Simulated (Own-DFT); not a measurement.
# Point defects and the pressure they add: monoclinic HfO2

Calculated, not measured: single-point runs of Own-DFT, a retired in-house plane-wave DFT program that no person has reviewed, on unrelaxed cells, without spin or spin-orbit coupling.

Settings: PBE; PseudoDojo norm-conserving scalar-relativistic files; cutoff 72 hartree; 2 x 2 x 2 k mesh centred on Gamma; Fermi-Dirac smearing of 0.1 eV.

Limits (not all hold for every row): a neutral cation vacancy leaves holes that likely carry spin, which these runs leave out; not probed for a lower state with spin; hafnium file: forces about 75 meV/angstrom off all-electron values; oxygen file: force components 24 meV/angstrom off all-electron in a glass; forces on such cells passed a denser k mesh, each cell not checked; stress not checked against mesh or cutoff.

All runs share one cell, with vectors in Å (10.234, 0.000, 0.000); (0.000, 10.350, 0.000); (-1.696, 0.000, 10.445) and a volume of 1106.4 Å³. u is the rms random offset of the atoms per axis. The defect's site can differ from row to row.

```
cell,formula,u (Å),P (GPa)
no defect,Hf32O64,0.0198,4.00
no defect,Hf32O64,0.0477,5.65
no defect,Hf32O64,0.0507,6.22
one O vacancy,Hf32O63,0.0311,3.68
one O vacancy,Hf32O63,0.0487,5.32
one O vacancy,Hf32O63,0.0505,5.35
one Si on a Hf site,Hf31O64Si,0.0291,2.83
one Si on a Hf site,Hf31O64Si,0.0460,3.70
one Si on a Hf site,Hf31O64Si,0.0518,5.62
two Al on a Hf site each and one O vacancy,Al2Hf30O63,0.0299,2.20
two Al on a Hf site each and one O vacancy,Al2Hf30O63,0.0319,?
two Al on a Hf site each and one O vacancy,Al2Hf30O63,0.0509,3.87
two Al on a Hf site each and one O vacancy,Al2Hf30O63,0.0513,2.86
one Hf vacancy,Hf31O64,0.0290,3.73
one Hf vacancy,Hf31O64,0.0310,3.99
one Hf vacancy,Hf31O64,0.0484,5.19
```

## Fit

P = P0 + c u² + a shift for each defect gives P0 = 3.55 GPa, c = 996 ± 146 GPa/Å² and a scatter of 0.45 GPa. The shifts, and each times the cell's volume:

- one Hf vacancy: -0.62 ± 0.37 GPa, -4.3 eV (not resolved)
- one O vacancy: -0.72 ± 0.37 GPa, -5.0 eV (not resolved)
- one Si on a Hf site: -1.37 ± 0.37 GPa, -9.5 eV
- two Al on a Hf site each and one O vacancy: -2.60 ± 0.37 GPa, -18.0 eV

Against the defect-free cell, a freed cell would be larger where the shift is positive and smaller where it is negative (160.2 GPa Å³ is 1 eV). The atoms around the defects weren't relaxed, which would change these numbers.

## Withheld run

Q: what pressure belongs in the blank (two Al on a Hf site each and one O vacancy, u = 0.0319 Å)?

From the fit: 1.96 ± 0.54 GPa. The run itself gave 1.72 GPa.
